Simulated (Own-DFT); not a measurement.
## Calculated data, GaN (wurtzite, strained, atoms displaced)

A calculation, not a measurement: plane-wave PBE density functional theory by an unreviewed code, no spin, of a simulated periodic cell, stress positive in tension, free energy of the whole cell less one offset for each atom, forces on such cells passed a denser k mesh, this cell's mesh not checked; offsets are fitted by least squares, one for each functional and potential file, so energies compare only between cells with the same atoms and settings and are not formation energies; the far tail of each file's local potential was reset to the Coulomb form; each entry is a single point on an unrelaxed cell, so the pressure reflects the starting lattice, mostly measured values (interpolated for alloys), from which strain is counted, and rises with the displacements; printed positions are rounded, which can move forces by about a meV/angstrom; the program, named Own-DFT, is a retired in-house code; no spin-orbit coupling. Program: Own-DFT development build.

Settings shared by all entries: functional PBE; potential files PseudoDojo norm-conserving, scalar-relativistic, standard set; wave cutoff 42 hartree; occupations Fermi-Dirac; smearing width 0.1 eV; hardware one NVIDIA H200; k mesh 3 x 4 x 3 centred on Gamma.

(1) GaN (wurtzite, strained, atoms displaced)

```
cell vectors (Å)
  12.7330     0.0522    -0.1140
  -4.7410     8.3645     0.2074
  -0.0927     0.2061    10.2044
atoms (fractions of the cell vectors)
Ga  0.08395  0.22050  0.99213
Ga  0.16211  0.10895  0.25087
N   0.08140  0.21869  0.19398
N   0.16591  0.11157  0.43533
Ga  0.08174  0.21126  0.50273
Ga  0.16590  0.11894  0.75235
N   0.07929  0.22515  0.68612
N   0.17239  0.11045  0.94482
Ga  0.08190  0.55348  0.99254
Ga  0.16267  0.44000  0.25114
N   0.08276  0.56579  0.19088
N   0.17415  0.45181  0.44402
Ga  0.08295  0.55721  0.50013
Ga  0.15430  0.43530  0.74391
N   0.08728  0.55657  0.68874
N   0.16520  0.44686  0.94126
Ga  0.07791  0.88461  0.99778
Ga  0.16406  0.77218  0.24515
N   0.08449  0.88468  0.18461
N   0.16160  0.77193  0.43829
Ga  0.07854  0.87718  0.50388
Ga  0.16721  0.77537  0.75098
N   0.08608  0.88326  0.68772
N   0.16829  0.78315  0.93624
Ga  0.33683  0.22064  0.99743
Ga  0.41696  0.11529  0.24259
N   0.33863  0.23174  0.18491
N   0.41591  0.11070  0.44017
Ga  0.33171  0.22716  0.49964
Ga  0.42504  0.12369  0.75224
N   0.33617  0.21512  0.69380
N   0.41409  0.10935  0.93605
Ga  0.33234  0.55280  0.00772
Ga  0.41595  0.44367  0.24837
N   0.32696  0.55774  0.18587
N   0.41459  0.43952  0.44283
Ga  0.34051  0.56313  0.49792
Ga  0.41347  0.43608  0.75317
N   0.33996  0.55661  0.68654
N   0.42369  0.45261  0.93941
Ga  0.33190  0.89487  0.00148
Ga  0.40940  0.77750  0.24704
N   0.33409  0.88949  0.18641
N   0.41153  0.76983  0.43478
Ga  0.33406  0.88315  0.50004
Ga  0.42166  0.77968  0.74860
N   0.34054  0.89272  0.68089
N   0.41974  0.77853  0.93013
Ga  0.57961  0.22037  0.99010
Ga  0.65916  0.10999  0.25370
N   0.58487  0.21350  0.19384
N   0.66506  0.11039  0.43780
Ga  0.58622  0.21141  0.50799
Ga  0.67016  0.11423  0.74947
N   0.58600  0.22557  0.69285
N   0.66894  0.10881  0.94043
Ga  0.58401  0.54711  0.99579
Ga  0.67355  0.45068  0.25067
N   0.58270  0.55141  0.18896
N   0.66308  0.43997  0.44048
Ga  0.58241  0.55374  0.50484
Ga  0.66169  0.43430  0.74846
N   0.58403  0.55023  0.67945
N   0.66856  0.44464  0.93923
Ga  0.58536  0.89001  0.99930
Ga  0.66413  0.76773  0.25776
N   0.58610  0.89062  0.19374
N   0.66722  0.76867  0.44258
Ga  0.59384  0.89672  0.50299
Ga  0.66712  0.77819  0.75061
N   0.57453  0.87886  0.69187
N   0.67132  0.77741  0.93596
Ga  0.83451  0.23732  0.99523
Ga  0.92650  0.12303  0.24576
N   0.82959  0.21952  0.18558
N   0.92250  0.10770  0.42293
Ga  0.83394  0.21892  0.49306
Ga  0.91678  0.11713  0.74645
N   0.83285  0.23242  0.68975
N   0.92643  0.12851  0.93671
Ga  0.83857  0.55949  0.99685
Ga  0.91160  0.42810  0.25819
N   0.83257  0.56727  0.18690
N   0.91341  0.44178  0.43219
Ga  0.82901  0.55302  0.49735
Ga  0.91874  0.45171  0.75492
N   0.83610  0.55213  0.69257
N   0.91449  0.44064  0.93968
Ga  0.83265  0.88715  0.00989
Ga  0.91871  0.77493  0.24406
N   0.83122  0.88163  0.17775
N   0.91110  0.76897  0.44060
Ga  0.82802  0.87793  0.50141
Ga  0.91905  0.77328  0.75614
N   0.83201  0.88858  0.67543
N   0.91367  0.76789  0.94605
```

- free energy of cell above offsets: 27.092 eV
- pressure: 9.54 GPa
- stress xx: -7.91 GPa
- stress yy: -4.72 GPa
- stress zz: -16 GPa
- stress yz: 4.26 GPa
- stress xz: -2.18 GPa
- stress xy: 1.39 GPa
- wall time: 1168 s

Force:
```tsv
element	x (eV/Å)	y (eV/Å)	z (eV/Å)
Ga	0.797	0.782	1.486
Ga	1.541	-0.532	-0.782
N	1.129	1.632	-2.065
N	0.452	-0.887	1.262
Ga	-0.298	1.41	-1.599
Ga	1.313	-1.297	-0.155
N	0.694	-0.831	0.368
N	-1.236	-0.009	-0.935
Ga	0.099	0.822	1.541
Ga	-0.194	0.615	0.412
N	0.159	-2.68	-1.068
N	-1.043	-1.373	-0.378
Ga	0.409	-0.852	-0.669
Ga	3.016	1.407	0.98
N	-1.961	0.549	0.113
N	0.801	-0.51	-0.846
Ga	1.009	0.347	0.04
Ga	0.415	1.025	1.048
N	-0.696	1.226	0.549
N	0.412	0.826	-0.248
Ga	-0.073	0.738	-1.267
Ga	1.735	0.584	-0.725
N	-1.509	1.224	1.052
N	-0.239	-0.677	0.522
Ga	-0.51	1.12	0.319
Ga	0.501	-0.416	1.596
N	-1.03	-0.949	0.21
N	0.237	0.026	-0.268
Ga	0.949	-1.654	0.13
Ga	0.227	-2.916	-1.07
N	-2.389	1.18	-0.638
N	0.583	0.541	0.589
Ga	0.038	0.756	-2.602
Ga	-0.039	0.464	0.485
N	0.792	-0.238	1.625
N	0.177	1.28	-1.065
Ga	-0.147	-1.6	0.704
Ga	0.177	0.918	-0.889
N	-1.284	-0.504	0.665
N	-0.904	-1.342	0.184
Ga	1.09	-1.515	-1.048
Ga	2.051	-0.322	0.204
N	-1.396	0.948	0.148
N	1.051	2.259	-0.019
Ga	-0.683	0.544	-1.123
Ga	-2.248	-1.802	-0.233
N	-0.904	0.208	2.082
N	-0.63	0.164	2.506
Ga	1.221	-0.177	1.799
Ga	2.795	-1.643	-0.89
N	-2.636	2.497	-2.086
N	1.26	-0.03	0.967
Ga	-2.302	1.122	-1.442
Ga	0.009	-1.213	0.501
N	0.436	-0.749	-0.072
N	-0.54	0.776	-0.572
Ga	-0.069	1.595	0.9
Ga	-0.703	-1.386	0.06
N	-0.395	0.334	-0.124
N	0.454	-0.341	0.271
Ga	-0.081	-1.288	-2.321
Ga	0.684	2.069	0.051
N	-0.372	0.408	3.664
N	0.487	-0.537	-0.416
Ga	0.102	-0.881	0.487
Ga	-0.041	0.668	-1.71
N	-0.455	-0.665	-0.255
N	-1.031	1.022	-0.053
Ga	-1.123	-2.046	-0.499
Ga	0.411	-0.776	-0.578
N	2.778	2.684	-1.173
N	-0.282	-0.062	0.54
Ga	0.636	-3.441	1.21
Ga	-2.226	-2.362	-1.582
N	0.034	0.201	0.398
N	-1.297	-0.253	3.511
Ga	0.569	0.09	0.462
Ga	-0.608	-1.261	0.355
N	0.743	-0.468	-0.908
N	-1.351	-1.939	-0.257
Ga	-0.794	-2.066	1.283
Ga	-0.323	1.715	-3.301
N	1.433	-1.978	-0.245
N	0.228	0.088	2.933
Ga	0.271	-0.708	0.51
Ga	0.998	-0.816	-1.16
N	-1.571	0.838	-0.52
N	0.132	2.731	-0.309
Ga	-0.292	0.545	-4.739
Ga	-0.285	0.754	1.014
N	-0.205	1.024	5.322
N	0.473	0.95	-0.753
Ga	1.062	0.858	-2.659
Ga	-0.694	0.234	-1.135
N	0.355	0.709	3.931
N	-0.333	2.486	-1.54
```

(2) GaN (wurtzite, strained, atoms displaced)

```
cell vectors (Å)
  12.7104    -0.0022     0.1812
  -4.7678     8.4348    -0.1195
   0.1473    -0.0645    10.3015
atoms (fractions of the cell vectors)
Ga  0.07674  0.21547  0.99764
Ga  0.17035  0.10035  0.24922
N   0.08588  0.22228  0.18801
N   0.16850  0.11319  0.43783
Ga  0.08135  0.22816  0.50441
Ga  0.16877  0.10322  0.75114
N   0.07389  0.21914  0.69097
N   0.16528  0.11569  0.94103
Ga  0.07853  0.54914  0.99268
Ga  0.16744  0.43598  0.25003
N   0.08299  0.56756  0.19277
N   0.16335  0.43525  0.43397
Ga  0.09198  0.56697  0.50602
Ga  0.16687  0.44912  0.75622
N   0.07991  0.55592  0.68695
N   0.16968  0.45407  0.93684
Ga  0.08878  0.89692  0.99779
Ga  0.16002  0.77589  0.24041
N   0.07509  0.88753  0.19615
N   0.16529  0.77225  0.44517
Ga  0.08650  0.88389  0.49744
Ga  0.17028  0.78504  0.73971
N   0.08092  0.89412  0.68739
N   0.16784  0.77731  0.93517
Ga  0.33631  0.22327  0.99821
Ga  0.41638  0.11746  0.25289
N   0.33216  0.22713  0.19178
N   0.42202  0.11896  0.43728
Ga  0.33527  0.22250  0.50208
Ga  0.41402  0.12055  0.74745
N   0.33608  0.22509  0.69056
N   0.41594  0.10785  0.94558
Ga  0.33690  0.56023  0.99664
Ga  0.41384  0.44725  0.25310
N   0.33036  0.55251  0.18520
N   0.41934  0.44299  0.44504
Ga  0.32874  0.54939  0.48949
Ga  0.41975  0.44772  0.74122
N   0.34669  0.56601  0.68597
N   0.41061  0.44285  0.93525
Ga  0.33684  0.89524  0.99548
Ga  0.41884  0.78572  0.24902
N   0.33197  0.88889  0.17612
N   0.42151  0.77766  0.43427
Ga  0.32336  0.89247  0.49766
Ga  0.41444  0.78063  0.75356
N   0.32996  0.88439  0.68062
N   0.41841  0.77476  0.93555
Ga  0.58848  0.22423  0.99933
Ga  0.66848  0.11735  0.24730
N   0.58100  0.21494  0.18803
N   0.66441  0.11318  0.44461
Ga  0.58448  0.22642  0.49915
Ga  0.66514  0.10889  0.75456
N   0.58114  0.21960  0.67693
N   0.66922  0.11971  0.94261
Ga  0.57980  0.55241  0.99830
Ga  0.66893  0.44869  0.24056
N   0.59013  0.56251  0.19374
N   0.66084  0.44614  0.44533
Ga  0.58500  0.55732  0.49747
Ga  0.67134  0.44516  0.74610
N   0.58497  0.55454  0.68757
N   0.67235  0.44789  0.94243
Ga  0.58628  0.88811  0.99613
Ga  0.66601  0.78084  0.25648
N   0.57999  0.88415  0.18401
N   0.66861  0.77036  0.44113
Ga  0.58666  0.89353  0.49656
Ga  0.66896  0.77772  0.74315
N   0.58379  0.88654  0.69137
N   0.67057  0.77726  0.93673
Ga  0.82811  0.22379  0.00031
Ga  0.92304  0.11413  0.25446
N   0.83249  0.22485  0.19089
N   0.91652  0.10814  0.43784
Ga  0.83832  0.22130  0.50415
Ga  0.91585  0.11629  0.75106
N   0.84052  0.22124  0.68779
N   0.91225  0.10758  0.93660
Ga  0.82512  0.55610  0.00109
Ga  0.92198  0.45735  0.24830
N   0.84422  0.55746  0.18410
N   0.92047  0.44798  0.44667
Ga  0.84280  0.56344  0.49810
Ga  0.91569  0.43267  0.74672
N   0.82825  0.54788  0.69317
N   0.91232  0.43679  0.93081
Ga  0.83739  0.89059  0.99601
Ga  0.92224  0.78150  0.25073
N   0.82725  0.88684  0.19047
N   0.91171  0.77635  0.44406
Ga  0.83049  0.89491  0.50884
Ga  0.91656  0.77900  0.75208
N   0.83820  0.89421  0.69107
N   0.92028  0.78267  0.94856
```

* free energy of cell above offsets: 24.661 eV
* pressure: 6.1 GPa
* stress xx: -8.04 GPa
* stress yy: -1.85 GPa
* stress zz: -8.4 GPa
* stress yz: -0.74 GPa
* stress xz: 2.98 GPa
* stress xy: -0.44 GPa
* wall time: 1176 s

Force:
```tsv
element	x (eV/Å)	y (eV/Å)	z (eV/Å)
Ga	-0.343	1.374	0.349
Ga	-1.466	1.493	0.532
N	0.231	-0.573	-0.305
N	0.112	-0.578	0.654
Ga	0.728	-1.202	-0.168
Ga	-1.537	1.542	-0.159
N	2.562	1.279	0.117
N	1.198	-0.561	-0.374
Ga	-0.76	1.213	0.914
Ga	-1.028	0.955	-0.906
N	1.644	-2.071	-1.398
N	-0.329	1.108	0.825
Ga	-0.383	-2.404	-1.1
Ga	0.701	-0.166	-1.845
N	1.032	0.544	0.975
N	0.479	-1.444	0.972
Ga	-0.071	-0.886	0.279
Ga	1.336	1.228	0.766
N	2.809	1.155	-1.777
N	-0.206	0.587	-2.078
Ga	-2.336	1.331	0.089
Ga	-1.16	-1.214	1.555
N	0.922	-0.837	-0.088
N	-0.227	0.252	-0.202
Ga	-0.941	0.631	0.572
Ga	0.146	-0.718	-0.988
N	0.9	-0.109	-0.708
N	-0.749	-1.438	0.3
Ga	-0.617	0.316	-0.622
Ga	2.106	-1.368	0.56
N	-1.175	0.059	-0.302
N	0.449	1.27	-1.781
Ga	-0.8	-0.191	0.433
Ga	0.772	0.182	-0.092
N	0.4	0.826	0.467
N	-0.658	-0.272	-0.851
Ga	0.628	1.244	1.268
Ga	-0.211	0.243	0.873
N	-2.093	-0.946	-0.456
N	1.566	-0.459	-0.091
Ga	-0.065	-1.502	-0.459
Ga	-0.673	-0.839	-0.473
N	-0.487	0.448	2.528
N	-1.318	-0.114	0.456
Ga	3.125	0.692	-0.672
Ga	0.643	-0.144	-1.432
N	0.625	1.489	0.965
N	-0.204	0.891	0.699
Ga	-1.636	0.445	0.482
Ga	0.256	-1.149	0.95
N	-0.344	1.445	-0.111
N	1.429	-0.123	-1.059
Ga	0.12	0.567	-1.227
Ga	-0.05	0.113	-1.295
N	0.221	0.071	3.396
N	0.209	-1.909	-1.012
Ga	-0.147	0.746	0.208
Ga	0.565	-0.564	1.711
N	-1.247	-0.727	-0.955
N	2.596	-0.508	-1.784
Ga	-0.607	0.103	0.7
Ga	-1.772	-0.976	0.294
N	0.558	0.246	0.288
N	-2.14	-1.443	-0.968
Ga	-0.072	0.042	0.11
Ga	-0.025	0.035	-0.882
N	0.619	1.026	0.442
N	-0.848	1.437	0.399
Ga	-0.352	-0.455	0.627
Ga	-0.303	-0.378	0.889
N	-0.142	0.803	-0.298
N	-0.19	-0.405	-0.301
Ga	1.58	0.346	0.686
Ga	-1.227	-0.71	-1.221
N	0.986	0.603	-0.051
N	0.156	0.088	0.716
Ga	-1.345	0.612	-1.196
Ga	0.403	-1.452	0.628
N	-2.106	-0.496	0.132
N	-0.066	0.437	0.604
Ga	2.918	1.141	-0.311
Ga	0.508	-2.267	1.326
N	-2.37	0.67	0.47
N	0.714	-0.423	-0.939
Ga	-1.82	-1.038	0.748
Ga	-0.997	1.407	-0.116
N	2.116	1.702	-0.673
N	-0.153	0.622	1.199
Ga	-1.344	0.155	1.219
Ga	-3.605	-1.35	0.827
N	1.482	0.787	-0.138
N	1.014	0.813	-0.51
Ga	0.938	-0.556	-1.3
Ga	-0.088	-0.788	0.319
N	-0.294	-0.229	0.53
N	0.629	-0.834	-1.371
```
